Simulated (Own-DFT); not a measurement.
# Computed records: GaN (wurtzite, strained, atoms displaced)

A calculation, not a measurement: plane-wave PBE density functional theory by an unreviewed code, no spin, of a simulated periodic cell, stress positive in tension, free energy of the whole cell less one offset for each atom, forces on such cells passed a denser k mesh, this cell's mesh not checked; offsets are fitted by least squares, one for each functional and potential file, so energies compare only between cells with the same atoms and settings and are not formation energies; the far tail of each file's local potential was reset to the Coulomb form; each entry is a single point on an unrelaxed cell, so the pressure reflects the starting lattice, mostly measured values (interpolated for alloys), from which strain is counted, and rises with the displacements; printed positions are rounded, which can move forces by about a meV/angstrom; the program, named Own-DFT, is a retired in-house code; no spin-orbit coupling. Program: Own-DFT development build.

### GaN (wurtzite, strained, atoms displaced)

```cif
# cell vector a (Å): 12.7560 0.0000 0.0000
# cell vector b (Å): -4.7835 8.2853 0.0000
# cell vector c (Å): 0.0000 0.0000 10.6292
data_GaN
_symmetry_space_group_name_H-M 'P 1'
_symmetry_Int_Tables_number 1
_cell_length_a 12.7560
_cell_length_b 9.5670
_cell_length_c 10.6292
_cell_angle_alpha 90.000
_cell_angle_beta 90.000
_cell_angle_gamma 120.000
_cell_volume 1123.37
loop_
_atom_site_label
_atom_site_type_symbol
_atom_site_fract_x
_atom_site_fract_y
_atom_site_fract_z
_atom_site_occupancy
Ga1 Ga 0.08396 0.21337 0.99869 1
Ga2 Ga 0.16694 0.11802 0.24763 1
N1 N 0.07979 0.22436 0.18092 1
N2 N 0.16749 0.11617 0.44127 1
Ga3 Ga 0.08935 0.22989 0.50848 1
Ga4 Ga 0.16420 0.10733 0.75043 1
N3 N 0.08253 0.22586 0.69542 1
N4 N 0.17127 0.10481 0.93205 1
Ga5 Ga 0.08580 0.55724 0.99819 1
Ga6 Ga 0.16690 0.45450 0.24691 1
N5 N 0.08107 0.55372 0.18387 1
N6 N 0.16648 0.43861 0.43707 1
Ga7 Ga 0.08093 0.55058 0.50073 1
Ga8 Ga 0.17113 0.44591 0.74565 1
N7 N 0.07635 0.55506 0.68669 1
N8 N 0.17069 0.44987 0.93584 1
Ga9 Ga 0.08291 0.90069 0.00344 1
Ga10 Ga 0.16529 0.78683 0.25079 1
N9 N 0.08705 0.89521 0.19431 1
N10 N 0.16822 0.77024 0.43406 1
Ga11 Ga 0.07888 0.88394 0.50745 1
Ga12 Ga 0.17332 0.78539 0.74806 1
N11 N 0.09042 0.88833 0.68363 1
N12 N 0.16903 0.77447 0.93966 1
Ga13 Ga 0.33068 0.22740 0.00155 1
Ga14 Ga 0.41217 0.11012 0.24483 1
N13 N 0.33883 0.23446 0.18794 1
N14 N 0.41282 0.10768 0.43833 1
Ga15 Ga 0.33988 0.22430 0.50216 1
Ga16 Ga 0.42507 0.12207 0.74211 1
N15 N 0.33095 0.21641 0.69016 1
N16 N 0.41983 0.11104 0.93957 1
Ga17 Ga 0.33482 0.55025 0.00362 1
Ga18 Ga 0.41787 0.44347 0.25050 1
N17 N 0.33140 0.56151 0.19669 1
N18 N 0.41935 0.44922 0.43961 1
Ga19 Ga 0.32490 0.55061 0.49742 1
Ga20 Ga 0.42220 0.44525 0.75121 1
N19 N 0.33338 0.54999 0.69143 1
N20 N 0.41780 0.44949 0.94399 1
Ga21 Ga 0.33035 0.88465 0.99959 1
Ga22 Ga 0.41798 0.78014 0.25306 1
N21 N 0.33998 0.89648 0.19796 1
N22 N 0.42072 0.78379 0.43934 1
Ga23 Ga 0.33015 0.88725 0.49433 1
Ga24 Ga 0.41960 0.78289 0.75227 1
N23 N 0.33882 0.89084 0.69741 1
N24 N 0.42334 0.78135 0.93821 1
Ga25 Ga 0.57723 0.22507 0.99741 1
Ga26 Ga 0.66294 0.11360 0.24999 1
N25 N 0.58193 0.22676 0.18571 1
N26 N 0.66914 0.10126 0.43925 1
Ga27 Ga 0.58712 0.22932 0.49902 1
Ga28 Ga 0.66526 0.10750 0.74483 1
N27 N 0.58893 0.22407 0.69317 1
N28 N 0.66431 0.10234 0.93693 1
Ga29 Ga 0.57750 0.54273 0.00002 1
Ga30 Ga 0.66447 0.44882 0.24981 1
N29 N 0.57741 0.55055 0.18924 1
N30 N 0.66692 0.43974 0.43640 1
Ga31 Ga 0.58276 0.55730 0.49915 1
Ga32 Ga 0.66047 0.44007 0.74857 1
N31 N 0.58547 0.55705 0.68047 1
N32 N 0.66601 0.44543 0.93369 1
Ga33 Ga 0.58169 0.89112 0.00028 1
Ga34 Ga 0.67235 0.78062 0.25098 1
N33 N 0.58515 0.88104 0.19685 1
N34 N 0.66869 0.78085 0.43237 1
Ga35 Ga 0.57984 0.89232 0.49713 1
Ga36 Ga 0.67273 0.77991 0.75864 1
N35 N 0.57842 0.88370 0.69046 1
N36 N 0.66918 0.78032 0.93815 1
Ga37 Ga 0.83422 0.22529 0.00470 1
Ga38 Ga 0.92386 0.11771 0.25112 1
N37 N 0.83794 0.22907 0.18444 1
N38 N 0.92003 0.10823 0.43910 1
Ga39 Ga 0.83326 0.21848 0.50196 1
Ga40 Ga 0.91927 0.10770 0.74914 1
N39 N 0.83489 0.21590 0.67706 1
N40 N 0.91045 0.10846 0.94255 1
Ga41 Ga 0.82854 0.56132 0.99795 1
Ga42 Ga 0.91611 0.44899 0.25515 1
N41 N 0.83037 0.54976 0.18443 1
N42 N 0.91986 0.44548 0.43297 1
Ga43 Ga 0.83451 0.55618 0.50452 1
Ga44 Ga 0.92671 0.44949 0.74806 1
N43 N 0.82981 0.55375 0.68945 1
N44 N 0.91238 0.43470 0.94061 1
Ga45 Ga 0.82789 0.88063 0.00230 1
Ga46 Ga 0.92010 0.77974 0.25025 1
N45 N 0.83383 0.88637 0.18639 1
N46 N 0.91437 0.77968 0.43802 1
Ga47 Ga 0.82785 0.87886 0.50215 1
Ga48 Ga 0.91654 0.77343 0.75173 1
N47 N 0.83328 0.89078 0.68829 1
N48 N 0.91619 0.78252 0.94318 1
```

- functional: PBE
- potential files: PseudoDojo norm-conserving, scalar-relativistic, standard set with the stringent files for Ga
- wave cutoff: 96 hartree
- occupations: Gaussian
- smearing width: 0.01 eV
- k mesh: 3 x 4 x 3 centred on Gamma
- free energy of cell above offsets: -6.370 eV
- pressure: 2.14 GPa
- stress xx: -5.05 GPa
- stress yy: -4.46 GPa
- stress zz: 3.1 GPa
- stress yz: 0.42 GPa
- stress xz: -0.3 GPa
- stress xy: -1.24 GPa

Force:
```csv
element,x (eV/Å),y (eV/Å),z (eV/Å)
Ga,-1.444,1.072,-0.673
Ga,-0.009,0.593,1.267
N,1.622,0.515,0.364
N,0.661,-0.575,-0.197
Ga,-0.594,-1.662,-0.598
Ga,0.34,0.388,-0.603
N,1.031,-0.562,-0.692
N,-0.989,1.064,0.477
Ga,-0.638,-0.923,0.242
Ga,0.033,-1.034,0.3
N,-0.424,1.276,0.459
N,-1.149,0.708,-0.335
Ga,0.251,0.224,-0.243
Ga,-0.83,0.501,1.353
N,3.125,1.495,-0.838
N,0.312,-1.071,0.025
Ga,1.116,-2.245,0.289
Ga,1.716,-1.383,-0.037
N,-0.724,0.409,-1.257
N,-1.3,0.325,0.625
Ga,0.535,0.739,-1.965
Ga,0.343,-0.908,0.869
N,-1.524,-0.015,1.274
N,-1.431,0.818,-0.442
Ga,1.605,-0.584,-0.167
Ga,0.707,1.308,0.894
N,-0.924,-1.832,-0.589
N,0.945,0.659,-0.247
Ga,-1.372,0.108,-0.171
Ga,-0.534,-1.594,1.513
N,0.139,0.996,-0.175
N,-1.902,-0.05,-0.629
Ga,-1.425,1.684,0.322
Ga,-1.067,1.275,1.13
N,0.94,-0.711,-1.105
N,-0.374,-0.592,-0.26
Ga,1.863,1.213,0.685
Ga,-0.834,-0.065,-0.187
N,0.165,0.798,-0.842
N,0.244,-1.205,-1.387
Ga,1.105,0.607,0.398
Ga,0.507,0.205,0.29
N,-1.109,-1.351,-1.611
N,-1.197,-1.3,-0.073
Ga,0.758,0.043,1.008
Ga,0.177,-1.23,0.423
N,-0.77,0.491,-1.666
N,-1.344,-1.146,0.366
Ga,2.211,-0.497,0.485
Ga,1.148,-0.256,-0.223
N,-0.02,-0.253,0.17
N,-1.319,2.238,-0.618
Ga,0.298,-1.782,0.081
Ga,1.286,-0.171,1.105
N,-0.513,0.121,-1.589
N,-0.372,1.806,-0.194
Ga,0.506,1.973,0.737
Ga,0.618,-0.489,0.041
N,0.845,0.985,-0.647
N,-0.176,1.226,0.023
Ga,0.273,0.485,-0.573
Ga,0.904,0.978,0.156
N,-0.116,0.043,1.242
N,-0.343,-0.115,-0.039
Ga,1.022,-0.284,0.983
Ga,-0.243,-0.576,-0.072
N,-1.027,1.224,-1.329
N,-0.353,-0.694,1.003
Ga,1.337,-1.256,1.168
Ga,-1.186,-0.083,-1.013
N,1.403,0.339,-0.839
N,-0.678,-1.437,0.466
Ga,-0.563,-1.062,-0.396
Ga,-1.513,-0.836,0.339
N,-0.508,-0.705,1.45
N,-0.003,0.257,0.027
Ga,0.648,-0.041,-1.392
Ga,-1.384,0.405,0.957
N,-0.363,0.683,2.055
N,1.521,-0.292,-0.9
Ga,1.629,-1.126,0.35
Ga,0.337,-0.606,-1.431
N,-0.368,1.186,0.31
N,-0.781,-0.227,1.261
Ga,0.04,-0.206,-0.569
Ga,-2.964,-2.319,1.468
N,0.604,-0.054,0.037
N,-0.157,2.279,-1.17
Ga,-0.27,1.553,0.375
Ga,-0.816,-0.571,0.107
N,0.555,0.456,0.234
N,0.967,-0.783,0.022
Ga,-0.186,1.504,-0.156
Ga,-0.117,0.452,0.023
N,0.947,-0.776,-0.047
N,0.907,-0.174,-1.063
```
